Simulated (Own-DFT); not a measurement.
Simulation results for SiC (4H silicon carbide, atoms displaced), GaN (wurtzite, strained, atoms displaced), GaP (zincblende, atoms displaced)

All values are calculated (Own-DFT development build). A calculation, not a measurement: plane-wave PBE density functional theory by an unreviewed code, no spin, of a simulated periodic cell, stress positive in tension, free energy of the whole cell less one offset for each atom, forces on such cells passed a denser k mesh, this cell's mesh not checked; offsets are fitted by least squares, one for each functional and potential file, so energies compare only between cells with the same atoms and settings and are not formation energies; the far tail of each file's local potential was reset to the Coulomb form; each entry is a single point on an unrelaxed cell, so the pressure reflects the starting lattice, mostly measured values (interpolated for alloys), from which strain is counted, and rises with the displacements; printed positions are rounded, which can move forces by about a meV/angstrom; the program, named Own-DFT, is a retired in-house code; no spin-orbit coupling.

Common to all runs: functional PBE.

(1) SiC (4H silicon carbide, atoms displaced)

```
SiC
1.0
     12.3308     0.0000     0.0000
     -6.1654    10.6788     0.0000
      0.0000     0.0000    10.0681
Si C Si C Si C Si C Si C Si C Si C Si C Si C Si C Si C Si C Si C Si C Si C Si C Si C Si C Si C Si C Si C Si C Si C Si C Si C Si C Si C Si C Si C Si C Si C Si C
2 2 2 2 2 2 2 2 2 2 2 2 2 2 2 2 2 2 2 2 2 2 2 2 2 2 2 2 2 2 2 2 2 2 2 2 2 2 2 2 2 2 2 2 2 2 2 2 2 2 2 2 2 2 2 2 2 2 2 2 2 2 2 2
Direct
  0.99507 0.99669 0.40629
  0.07860 0.16103 0.15875
  0.00028 0.99649 0.09480
  0.07992 0.16294 0.34466
  0.00194 0.24814 0.40130
  0.08477 0.41211 0.15711
  0.99692 0.25024 0.09551
  0.07700 0.41532 0.34474
  0.99915 0.49717 0.40403
  0.08201 0.66203 0.15554
  0.99888 0.49760 0.09550
  0.08354 0.66738 0.34657
  0.00126 0.74983 0.40623
  0.08468 0.92016 0.15297
  0.00061 0.74953 0.08984
  0.08586 0.91985 0.34233
  0.25100 0.00096 0.40876
  0.33400 0.16416 0.15966
  0.24791 0.99893 0.09755
  0.33403 0.17152 0.34078
  0.25437 0.25012 0.40101
  0.33538 0.41823 0.15630
  0.25207 0.24817 0.09433
  0.33137 0.41470 0.34233
  0.25577 0.50345 0.40474
  0.33084 0.66700 0.15691
  0.24957 0.49973 0.09680
  0.33413 0.66700 0.33871
  0.25089 0.75019 0.40516
  0.32839 0.91761 0.16125
  0.25068 0.75494 0.09462
  0.33080 0.91772 0.34510
  0.49795 0.99991 0.40692
  0.58308 0.16322 0.15317
  0.50021 0.00380 0.09080
  0.58389 0.16530 0.34766
  0.49669 0.24745 0.40456
  0.58728 0.41741 0.15447
  0.49909 0.24898 0.09761
  0.58165 0.41424 0.34297
  0.49939 0.50022 0.41037
  0.58542 0.67075 0.15378
  0.49680 0.49625 0.09748
  0.58261 0.66573 0.33969
  0.49872 0.74801 0.41103
  0.58186 0.91284 0.15611
  0.49973 0.74929 0.09620
  0.57935 0.91686 0.34444
  0.75121 0.99779 0.40256
  0.83282 0.16959 0.15857
  0.74976 0.99870 0.09177
  0.83500 0.17012 0.33874
  0.75164 0.24902 0.40188
  0.83343 0.41511 0.15446
  0.74820 0.25221 0.09123
  0.82841 0.41071 0.33938
  0.75337 0.49715 0.40712
  0.83428 0.66644 0.15687
  0.74969 0.50190 0.09765
  0.82922 0.66537 0.34154
  0.75591 0.74939 0.40730
  0.83642 0.91772 0.15185
  0.74651 0.75069 0.09598
  0.84146 0.91934 0.34303
  0.99860 0.00081 0.90638
  0.91963 0.83644 0.65693
  0.00108 0.00067 0.59018
  0.91370 0.83330 0.84353
  0.00037 0.74826 0.91150
  0.91463 0.58752 0.65681
  0.00069 0.75328 0.59926
  0.91846 0.58147 0.84411
  0.00171 0.50335 0.90921
  0.91393 0.33254 0.65111
  0.00062 0.50050 0.59458
  0.91675 0.32866 0.84623
  0.99834 0.24860 0.90658
  0.91692 0.08153 0.65406
  0.00153 0.25299 0.59934
  0.91195 0.07925 0.84343
  0.74604 0.99754 0.91413
  0.66756 0.83722 0.66004
  0.75380 0.00248 0.59161
  0.66698 0.83244 0.84098
  0.74999 0.75295 0.90614
  0.66779 0.58575 0.65339
  0.75093 0.75191 0.59467
  0.66133 0.57910 0.84977
  0.75241 0.49983 0.90868
  0.66658 0.33653 0.65802
  0.75271 0.50209 0.58957
  0.66680 0.33356 0.84263
  0.74919 0.24840 0.90646
  0.66654 0.08332 0.65566
  0.74964 0.24774 0.59515
  0.66838 0.08352 0.84264
  0.49557 0.99928 0.90526
  0.41787 0.83210 0.65941
  0.49959 0.99952 0.59879
  0.41581 0.83896 0.84417
  0.50281 0.74772 0.90741
  0.41606 0.58487 0.65240
  0.50035 0.74993 0.59180
  0.41450 0.58422 0.84767
  0.50199 0.50337 0.90798
  0.41599 0.33164 0.65623
  0.49870 0.50063 0.59804
  0.41684 0.33303 0.84621
  0.49793 0.25140 0.90878
  0.41885 0.08710 0.65175
  0.50085 0.24557 0.59326
  0.41932 0.08188 0.84044
  0.24891 0.00067 0.91195
  0.17135 0.83871 0.66544
  0.24592 0.00119 0.58973
  0.16448 0.83474 0.84968
  0.24792 0.75007 0.91246
  0.16599 0.58429 0.65332
  0.25055 0.74757 0.58883
  0.17001 0.58153 0.83856
  0.25278 0.50398 0.91024
  0.17105 0.33139 0.65902
  0.25050 0.49729 0.59378
  0.16894 0.33363 0.83551
  0.24898 0.24982 0.90222
  0.17001 0.08532 0.66005
  0.25004 0.25136 0.59555
  0.16656 0.07978 0.84638
```

Settings of this run: potential files PseudoDojo norm-conserving, scalar-relativistic, standard set, wave cutoff 42 hartree, occupations Fermi-Dirac, smearing width 0.1 eV, hardware one NVIDIA H200 and k mesh 3 x 3 x 3 centred on Gamma.

Results for SiC (4H silicon carbide, atoms displaced): free energy of cell above offsets -18.670 eV; pressure 3.79 GPa; stress xx -3.23 GPa; stress yy -2.9 GPa; stress zz -5.23 GPa; stress yz 0.03 GPa; stress xz 0.27 GPa; stress xy 0.26 GPa; wall time 530.3 s.

Force:
```csv
element,x (eV/Å),y (eV/Å),z (eV/Å)
Si,2.354,1.237,0.248
Si,0.638,1.207,-0.549
C,-0.703,0.781,-0.985
C,1.004,0.357,-0.07
Si,-0.753,0.577,1.722
Si,-1.076,0.809,0.341
C,1.125,-0.831,-0.501
C,2.377,0.047,-0.442
Si,-0.964,0.524,0.729
Si,-0.407,0.971,0.59
C,0.609,0.148,-0.229
C,0.129,-0.604,-0.714
Si,-0.519,0.612,0.257
Si,0.249,-1.472,1.199
C,-0.083,-0.01,1.811
C,-0.26,-0.673,0.125
Si,-0.994,0.209,-0.992
Si,-0.517,0.856,-1.134
C,0.278,0.581,-0.441
C,1.018,-1.773,1.035
Si,-2.177,0.037,1.222
Si,-0.176,-1.04,0.003
C,-1.153,-0.006,-0.208
C,0.345,0.59,0.425
Si,-1.433,-1.191,0.306
Si,0.543,0.24,-0.644
C,-0.012,0.118,-0.405
C,-0.181,0.251,1.405
Si,-0.248,-0.097,-0.104
Si,1.389,0.395,-0.772
C,0.143,-1.227,0.675
C,0.558,-0.123,0.362
Si,0.368,0.086,0.55
Si,-0.518,1.105,1.064
C,0.001,-1.835,0.592
C,-0.44,-0.092,-1.031
Si,1.088,0.79,0.025
Si,-1.455,-0.51,0.92
C,0.498,-0.046,-0.646
C,0.35,0.473,0.794
Si,0.445,-0.125,-1.144
Si,-0.41,-1.743,0.857
C,0.91,1.428,-0.909
C,0.299,0.523,1.48
Si,0.437,0.564,-1.942
Si,-0.703,1.054,0.14
C,-0.459,-0.094,-0.862
C,1.095,-0.447,0.049
Si,-0.549,0.479,0.192
Si,-0.239,-0.505,-1.439
C,-0.114,0.356,1.835
C,0.429,-1.252,1.212
Si,-0.738,-0.412,1.3
Si,-0.615,0.263,0.062
C,0.517,-0.654,0.366
C,0.877,1.196,0.647
Si,-1.545,0.023,-1.167
Si,-0.568,0.517,-0.394
C,1.12,-0.227,-0.934
C,2.104,-0.348,0.617
Si,-2.184,0.39,-0.218
Si,-0.548,-0.435,0.997
C,1.432,0.329,-0.863
C,-2.435,-1.479,-0.771
Si,0.08,-0.421,-0.273
Si,-0.624,-0.116,0.077
C,0.241,0.154,1.01
C,0.946,-0.065,0.613
Si,-1.1,0.186,-1.897
Si,1.555,-0.564,-0.04
C,0.674,-0.044,-0.817
C,-0.861,0.679,0.283
Si,0.98,-1.678,-1.049
Si,0.82,0.222,1.576
C,-0.985,0.139,-0.534
C,-1.036,1.466,-0.406
Si,0.631,-0.186,-0.599
Si,-0.051,0.97,0.441
C,0.586,-0.873,-1.606
C,0.418,0.368,0.57
Si,0.271,0.549,-2.611
Si,0.471,-0.335,-1.655
C,-0.809,-0.583,-0.217
C,-0.577,0.285,1.324
Si,0.342,-1.128,0.078
Si,-0.108,-0.337,0.969
C,0.088,0.148,-0.049
C,1.701,1.489,-1.238
Si,-0.687,-0.081,-0.204
Si,0.847,-0.75,-0.671
C,-0.677,-0.197,1.013
C,-0.182,0.153,0.836
Si,0.282,0.195,-0.75
Si,0.413,-0.047,0.195
C,-0.738,0.719,-0.959
C,-0.614,-0.617,0.73
Si,1.446,0.822,-0.104
Si,-0.796,0.216,-0.555
C,-0.037,-0.277,-1.251
C,0.805,-2.058,0.603
Si,-1.5,0.902,-0.139
Si,-0.089,-0.405,1.349
C,0.141,0.308,1.183
C,0.943,0.103,-0.811
Si,-1.035,-1.373,0.438
Si,0.336,0.163,0.412
C,0.539,-0.165,-0.647
C,-0.32,0.351,-0.496
Si,0.849,-0.651,-0.28
Si,-0.177,-1.742,1.125
C,-0.932,1.96,-0.512
C,-2.016,0.851,0.587
Si,1.121,0.168,-0.788
Si,-0.252,-1.016,-1.742
C,1.518,0.178,1.389
C,0.703,-0.126,0.14
Si,0.644,0.062,-1.751
Si,0.661,-0.686,-0.108
C,-0.274,1.074,1.331
C,-1.24,0.957,1.68
Si,-0.193,-1.348,-0.935
Si,-1.832,0.688,-1.739
C,-0.294,0.725,-0.508
C,-0.415,0.115,3.286
Si,0.298,0.004,1.016
Si,-0.997,-0.27,-0.835
C,1.168,-0.741,-1.008
C,-0.62,0.638,-0.116
```

(2) GaN (wurtzite, strained, atoms displaced)

```
GaN
1.0
     12.7560     0.0000     0.0000
     -4.7835     8.2853     0.0000
      0.0000     0.0000    10.3182
Ga N Ga N Ga N Ga N Ga N Ga N Ga N Ga N Ga N Ga N Ga N Ga N Ga N Ga N Ga N Ga N Ga N Ga N Ga N Ga N Ga N Ga N Ga N Ga N
2 2 2 2 2 2 2 2 2 2 2 2 2 2 2 2 2 2 2 2 2 2 2 2 2 2 2 2 2 2 2 2 2 2 2 2 2 2 2 2 2 2 2 2 2 2 2 2
Direct
  0.08506 0.22159 0.99612
  0.16351 0.10829 0.24710
  0.08422 0.22152 0.18516
  0.16942 0.11191 0.43991
  0.08046 0.22828 0.51412
  0.16389 0.10965 0.75776
  0.07995 0.22460 0.69313
  0.16953 0.12193 0.94617
  0.09084 0.56125 0.98844
  0.15461 0.43208 0.25336
  0.08649 0.55204 0.18716
  0.16635 0.43794 0.43151
  0.08559 0.55362 0.50646
  0.17398 0.44241 0.75119
  0.08667 0.54693 0.68656
  0.17348 0.45146 0.93955
  0.08101 0.87737 0.00501
  0.16618 0.76941 0.24455
  0.07577 0.88875 0.18711
  0.16654 0.78955 0.44190
  0.08146 0.89410 0.49968
  0.15921 0.76277 0.73915
  0.07743 0.88411 0.69166
  0.16062 0.76807 0.95094
  0.33038 0.22604 0.99774
  0.41016 0.11512 0.25398
  0.33721 0.21748 0.18471
  0.42009 0.10925 0.44025
  0.33402 0.23222 0.50288
  0.41271 0.10497 0.75085
  0.33703 0.23170 0.68955
  0.41471 0.11932 0.94085
  0.33797 0.55920 0.99827
  0.42321 0.44812 0.24682
  0.33603 0.55355 0.18973
  0.42245 0.44713 0.44444
  0.33826 0.56235 0.49987
  0.41375 0.43825 0.75181
  0.33397 0.56435 0.69624
  0.41902 0.44607 0.93964
  0.32335 0.88169 0.99856
  0.41686 0.77677 0.26001
  0.32826 0.88113 0.19456
  0.41749 0.77716 0.44184
  0.33005 0.88171 0.49081
  0.42393 0.78701 0.74519
  0.33552 0.90302 0.69612
  0.41721 0.78679 0.93464
  0.59372 0.22713 0.99558
  0.66447 0.10997 0.25632
  0.58349 0.22387 0.19305
  0.66759 0.12039 0.44185
  0.58681 0.22381 0.51015
  0.66846 0.11112 0.74473
  0.58268 0.21974 0.68691
  0.67327 0.11179 0.93848
  0.58556 0.56432 0.00083
  0.66614 0.44439 0.25206
  0.58340 0.54738 0.18666
  0.66914 0.44628 0.43973
  0.58009 0.55598 0.49738
  0.66604 0.44848 0.74395
  0.58770 0.55977 0.69088
  0.66955 0.45396 0.92761
  0.58327 0.89888 0.00178
  0.66846 0.78790 0.25379
  0.58226 0.89122 0.18148
  0.66239 0.77364 0.44632
  0.58538 0.89081 0.50451
  0.66945 0.78888 0.74254
  0.58400 0.88535 0.68742
  0.66172 0.76515 0.93360
  0.84003 0.22522 0.00164
  0.91164 0.11256 0.24933
  0.83995 0.22789 0.19601
  0.92130 0.11623 0.44250
  0.83159 0.22412 0.49247
  0.92480 0.13333 0.74802
  0.82690 0.21767 0.69751
  0.91253 0.10365 0.93935
  0.83592 0.54996 0.99585
  0.91053 0.44050 0.25315
  0.83266 0.55642 0.19811
  0.91388 0.44492 0.43113
  0.83037 0.55335 0.49811
  0.91052 0.43545 0.75454
  0.82725 0.55404 0.68419
  0.91475 0.44503 0.93782
  0.82836 0.88069 0.99464
  0.91811 0.78226 0.25393
  0.83482 0.89702 0.19557
  0.91565 0.77182 0.44348
  0.84173 0.89257 0.50159
  0.91813 0.77775 0.75691
  0.82696 0.88366 0.68823
  0.91458 0.77927 0.94427
```

Settings of this run: potential files PseudoDojo norm-conserving, scalar-relativistic, standard set with the stringent files for Ga, wave cutoff 96 hartree, occupations Gaussian, smearing width 0.01 eV and k mesh 3 x 4 x 3 centred on Gamma.

Results for GaN (wurtzite, strained, atoms displaced): free energy of cell above offsets -3.775 eV; pressure 8.39 GPa; stress xx -8.17 GPa; stress yy -8.3 GPa; stress zz -8.71 GPa; stress yz 0.07 GPa; stress xz 0.1 GPa; stress xy 0.09 GPa.

Force:
```csv
element,x (eV/Å),y (eV/Å),z (eV/Å)
Ga,-1.491,0.614,1.066
Ga,0.599,0.68,0.399
N,-0.649,-0.655,0.08
N,-1.112,0.682,0.144
Ga,1.441,-0.473,-2.668
Ga,0.842,-0.151,-0.511
N,1.957,0.296,0.486
N,0.228,-2.395,-1.347
Ga,-0.561,-3.178,2.357
Ga,1.602,0.907,-1.562
N,-1.478,-0.307,-0.555
N,-0.051,1.034,2.639
Ga,-0.677,0.285,-2.5
Ga,-0.571,0.663,0.712
N,-1.093,-0.691,1.125
N,-0.368,-1.108,-0.612
Ga,-1.226,1.439,-0.393
Ga,-1.303,0.306,1.024
N,1.673,-0.204,0.628
N,0.422,-2.133,-0.429
Ga,0.267,-0.084,0.334
Ga,0.461,2.199,1.087
N,0.909,0.69,0.097
N,-0.453,2.283,-2.779
Ga,1.531,0.478,0.673
Ga,2.494,-1.246,0.019
N,-2.566,1.181,0.31
N,-0.642,0.449,0.478
Ga,0.905,-1.56,-0.33
Ga,0,3.026,1.054
N,-0.873,-2.081,0.028
N,1.077,-1.111,-0.206
Ga,0.259,0.701,0.658
Ga,-0.999,-0.892,0.351
N,-0.556,0.175,0.283
N,-1.793,-0.064,-1.399
Ga,-0.186,-1.552,0.411
Ga,0.836,2.43,0.339
N,1.074,-0.454,-1.576
N,-0.416,0.211,-0.093
Ga,1.718,1.844,0.648
Ga,-0.158,-0.396,-2.325
N,0.774,1.023,-0.591
N,0.368,0.502,0.52
Ga,-0.376,1.865,1.395
Ga,-1.558,-0.194,1.108
N,-0.023,-4.147,-1.952
N,0.281,-0.403,0.342
Ga,-1.813,0.269,0.641
Ga,-0.361,0.542,-1.109
N,0.277,-0.514,-0.845
N,0.718,-1.733,0.031
Ga,-1.477,0.46,-2.153
Ga,-1.512,-0.656,1.272
N,-0.064,-0.026,1.829
N,-0.228,0.586,-0.481
Ga,0.432,-2.3,-0.07
Ga,0.319,-0.373,0.098
N,-0.065,1.926,0.344
N,-0.997,-0.427,0.163
Ga,1.98,-0.093,1.478
Ga,-0.16,-0.567,0.259
N,-1.637,-0.076,-0.835
N,0.628,-0.878,1.732
Ga,0.426,-1.418,-1.248
Ga,0.175,-1.226,-0.181
N,0.08,0.004,2.302
N,0.574,1.552,-1.238
Ga,-0.002,0.385,-0.857
Ga,0.59,-2.37,1.37
N,-0.826,1.496,-0.118
N,-0.624,3.249,-0.053
Ga,-0.379,-0.499,0.526
Ga,2.159,0.213,0.542
N,-1.778,-0.776,-1.318
N,-0.704,-0.364,-0.163
Ga,0.68,0.25,1.047
Ga,-1.309,-3.48,1.244
N,1.237,1.213,-2.203
N,0.645,1.058,-0.406
Ga,-2.115,0.945,1.397
Ga,0.986,1.552,-1.359
N,0.113,0.313,-1.672
N,1.01,0.167,2.573
Ga,0.404,0.028,0.25
Ga,-0.613,1.266,-1.272
N,2.041,0.279,0.769
N,1.831,-0.315,0.122
Ga,-0.826,0.51,1.034
Ga,-0.791,-0.755,-0.012
N,-0.108,-1.203,-0.928
N,-0.067,1.061,-0.637
Ga,-1.176,-0.533,0.208
Ga,-1.574,-0.566,-0.746
N,2.092,2.007,0.126
N,1.268,-0.668,-0.416
```

(3) GaP (zincblende, atoms displaced)

```
GaP
1.0
     10.9010     0.0000     0.0000
      0.0000    10.9010     0.0000
      0.0000     0.0000    10.9010
Ga P Ga P Ga P Ga P Ga P Ga P Ga P Ga P
4 4 4 4 4 4 4 4 4 4 4 4 4 4 4 4
Direct
  0.99770 0.01388 0.99873
  0.99338 0.25657 0.25286
  0.26446 0.97637 0.24727
  0.24270 0.24776 0.99731
  0.11833 0.12929 0.12664
  0.15039 0.37087 0.36763
  0.40397 0.13211 0.37891
  0.37242 0.36355 0.14109
  0.00157 0.98711 0.51707
  0.00048 0.24474 0.74240
  0.25059 0.00369 0.75013
  0.25382 0.24951 0.50181
  0.11743 0.13056 0.60932
  0.11981 0.37537 0.87074
  0.37283 0.13392 0.87909
  0.38420 0.36920 0.63041
  0.99637 0.49969 0.00282
  0.99636 0.74726 0.25823
  0.25220 0.50146 0.24911
  0.26063 0.73751 0.00729
  0.13853 0.60236 0.12159
  0.11220 0.86950 0.38716
  0.36161 0.62629 0.36483
  0.36074 0.87945 0.13100
  0.99668 0.50930 0.50790
  0.00090 0.74173 0.75146
  0.25333 0.50434 0.75461
  0.26501 0.75427 0.50694
  0.12500 0.62091 0.63329
  0.12802 0.87367 0.87349
  0.35201 0.62148 0.86630
  0.38534 0.89158 0.63108
  0.48901 0.00127 0.00868
  0.49998 0.24730 0.25382
  0.74611 0.01003 0.24933
  0.75204 0.24917 0.99974
  0.61856 0.11960 0.11502
  0.62638 0.38574 0.37068
  0.89028 0.13569 0.38268
  0.87963 0.37788 0.13000
  0.50923 0.00515 0.48866
  0.49461 0.25585 0.74268
  0.76476 0.98383 0.76396
  0.74855 0.24311 0.50698
  0.63038 0.11415 0.62990
  0.61970 0.37991 0.87765
  0.88821 0.13718 0.87119
  0.85895 0.37662 0.63031
  0.49293 0.50694 0.00184
  0.47988 0.75745 0.24680
  0.74614 0.51439 0.24520
  0.75598 0.74913 0.99499
  0.62980 0.61250 0.12192
  0.62847 0.87491 0.38277
  0.86995 0.61361 0.37429
  0.87533 0.87858 0.11057
  0.49260 0.50562 0.48984
  0.49655 0.74648 0.75928
  0.75004 0.49852 0.74452
  0.74831 0.75545 0.50031
  0.62909 0.62688 0.62374
  0.62976 0.88940 0.86782
  0.86813 0.62103 0.85377
  0.88426 0.87085 0.64822
```

Here we set potential files PseudoDojo norm-conserving, scalar-relativistic, standard set, wave cutoff 42 hartree, occupations Fermi-Dirac, smearing width 0.1 eV and k mesh 3 x 3 x 3 centred on Gamma.

Results for GaP (zincblende, atoms displaced): free energy of cell above offsets -26.079 eV; pressure 4.73 GPa; stress xx -4.4 GPa; stress yy -4.69 GPa; stress zz -5.1 GPa; stress yz 0.09 GPa; stress xz 0.07 GPa; stress xy 0.16 GPa.

Force:
```csv
element,x (eV/Å),y (eV/Å),z (eV/Å)
Ga,0.871,-1.053,-0.217
Ga,1.86,0.144,0.127
Ga,-4.873,5.268,5.02
Ga,-0.176,0.713,0.699
P,0.938,-0.676,0.769
P,-2.733,0.181,1.065
P,-3.827,-1.243,0.224
P,-0.11,1.046,-2.094
Ga,-0.809,0.811,-0.845
Ga,0.341,1.703,-0.687
Ga,-0.547,0.555,0.052
Ga,0.942,-0.129,-0.294
P,1.256,-0.473,1.372
P,0.285,-0.038,0.022
P,0.147,-0.728,-0.551
P,-2.143,2.343,-1.843
Ga,-0.119,-0.038,-1.278
Ga,-0.006,-0.314,-1.252
Ga,0.606,-1.45,-0.047
Ga,-1.948,0.995,-0.245
P,-1.9,2.527,-0.325
P,1.998,-0.212,-0.719
P,1.153,0.807,1.336
P,3.707,-3.387,-4.829
Ga,0.431,-1.778,-0.311
Ga,1.417,0.099,0.874
Ga,-2.047,-3.276,-2.116
Ga,-1.181,0.216,0.447
P,0.841,0.637,-1.065
P,-0.117,-0.093,0.806
P,4.113,1.894,2.241
P,-0.025,-1.086,-0.717
Ga,0.185,-0.155,-1.551
Ga,2.188,1.292,-1.268
Ga,0.849,-0.428,0.212
Ga,-0.168,0.528,-0.204
P,0.774,1.111,1.202
P,0.096,-1.061,0.27
P,-1.596,-1.663,0.33
P,-1.416,0.268,-0.331
Ga,0.621,-0.704,2.096
Ga,2.373,-1.915,1.904
Ga,0.401,3.223,-0.824
Ga,-0.372,0.561,-0.659
P,0.099,0.317,0.476
P,0.219,-0.233,-0.289
P,-1.909,-1.193,0.521
P,2.253,-0.917,-1.171
Ga,-0.609,-1.379,-0.103
Ga,2.443,-0.929,0.642
Ga,0.785,-2.482,0.803
Ga,-0.786,-0.219,-0.546
P,-1.742,3.259,-1.185
P,-0.326,-0.065,-2.006
P,0.476,1.845,0.596
P,0.203,-0.154,1.662
Ga,0.597,-0.126,0.531
Ga,0.572,0.477,-0.789
Ga,-1.934,-0.199,0.586
Ga,1.031,-0.611,0.752
P,-1.306,0.069,-0.075
P,-2.49,-2.419,2.622
P,0.804,0.345,2.828
P,-0.66,-0.412,-2.65
```
